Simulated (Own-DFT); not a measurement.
# Point defects and the pressure they add: zincblende GaAs

Source: density functional calculations with Own-DFT, an unreviewed in-house program that is no longer used. Nothing was measured or relaxed, and spin and spin-orbit coupling are left out.

All runs used: PBE; PseudoDojo norm-conserving scalar-relativistic files; cutoff 42 hartree; 3 x 3 x 3 k mesh centred on Gamma; Fermi-Dirac smearing of 0.1 eV.

Caveats (not all hold for every row): not probed for a lower state with spin; forces not confirmed at this smearing and k mesh; stress not checked against mesh or cutoff.

All runs share one cell, with vectors in Å (11.737, 0.000, 0.000); (0.000, 11.737, 0.000); (0.000, 0.000, 10.833) and a volume of 1492.4 Å³, strained against the parent crystal. Atoms were moved at random from their sites; u is the rms move along one axis. The defect's site can differ from row to row.

| cell | formula | u (Å) | P (GPa) |
|---|---|---|---|
| no defect | As32Ga32 | 0.0287 | 1.21 |
| no defect | As32Ga32 | 0.0492 | 1.50 |
| no defect | As32Ga32 | 0.0496 | 1.62 |
| one Al on a Ga site | AlAs32Ga31 | 0.0302 | 1.23 |
| one Al on a Ga site | AlAs32Ga31 | 0.0305 | 1.20 |
| one Al on a Ga site | AlAs32Ga31 | 0.0458 | 1.50 |
| one Al on a Ga site | AlAs32Ga31 | 0.0490 | ? |
| one As vacancy and one Ga vacancy | As31Ga31 | 0.0305 | 0.97 |
| one As vacancy and one Ga vacancy | As31Ga31 | 0.0508 | 1.25 |
| one As vacancy and one Ga vacancy | As31Ga31 | 0.0524 | 1.15 |

## Worked fit

P = P0 + c u² + a shift for each defect gives P0 = 1.10 GPa, c = 181 ± 33 GPa/Å² and a scatter of 0.07 GPa. The shifts, and each times the cell's volume:

- one Al on a Ga site: -0.03 ± 0.06 GPa, -0.3 eV (not resolved)
- one As vacancy and one Ga vacancy: -0.35 ± 0.06 GPa, -3.3 eV

A positive shift means that the defect pushes the cell outwards. Shift times volume (160.2 GPa Å³ is 1 eV) depends little on the cell's size, so, taken for each site, it can be compared between cells at like pressure. The atoms around the defects weren't relaxed, which would change these numbers.

## Withheld run

Q: what pressure belongs in the blank (one Al on a Ga site, u = 0.0490 Å)?

The fitted form gives 1.51 ± 0.09 GPa. The calculation gave 1.47 GPa.
